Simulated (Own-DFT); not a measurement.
# What random displacements cost in zincblende GaP, 64 atoms (Ga32P32)

These are calculations, not measurements. The program, named Own-DFT, is a retired in-house plane-wave density functional code that no person has reviewed. Each row is one single-point run on a periodic cell that was not relaxed, without spin or spin-orbit coupling.

Settings of every run: PBE; PseudoDojo norm-conserving scalar-relativistic files; cutoff 42 hartree; 3 x 3 x 3 k mesh centred on Gamma; Fermi-Dirac smearing of 0.1 eV.

Known limits: forces on such cells passed a denser k mesh, each cell not checked; stress not checked against mesh or cutoff.

Cell vectors in Å: (10.901, 0.000, 0.000); (0.000, 10.901, 0.000); (0.000, 0.000, 10.901). In each run every atom was moved at random and independently from its ideal site; u is the rms move along one axis. E is the free energy for each atom above the fitted value at u = 0, and F the rms of the force components.

```
run   u (Å)  E (meV/atom)  F (eV/Å)  largest force (eV/Å)  P (GPa)
  1  0.0199           7.0     0.270                  0.93     2.70
  2  0.0206           7.9     0.289                  1.11     2.72
  3  0.0214           8.2     0.290                  0.91     2.73
  4  0.0484          44.6     0.710                  2.93     3.29
  5  0.0503             ?         ?                     ?        ?
  6  0.0938         154.2     1.428                  4.80     4.77
  7  0.0952         153.7     1.441                  5.72     4.84
  8  0.1019         200.9     1.757                  8.44     5.51
  9  0.1532         439.8     2.735                 11.49     9.00
 10  0.1968         631.3     2.888                  9.75    11.86
```

## Worked fit

For small independent moves the energy grows as E = (3/2) K u², with K the mean stiffness felt by one atom. The runs with u up to 0.11 Å give K = 12.1 ± 0.3 eV/Å², with residuals divided by u² + 0.0006 Å², since the noise grows with the moves. The scatter is 2.6 meV/atom at u = 0.05 Å. The forces follow F = G u with G = 14.8 eV/Å²; no force at u = 0 is resolved. G exceeds K because the moves of its neighbours add to the force on an atom, and stiffness differs between atoms. At u = 0.197 Å the parabola gives 703 meV/atom and the run 631. The pressure follows P = 2.61 + 260 u² GPa: at fixed volume, shortened bonds push harder than stretched ones pull.

## Withheld run

Question: what energy and rms force should run 5 give?

The fit gives 46 ± 3 meV/atom and about 0.74 eV/Å. The calculation gave 42.5 meV/atom and 0.710 eV/Å.
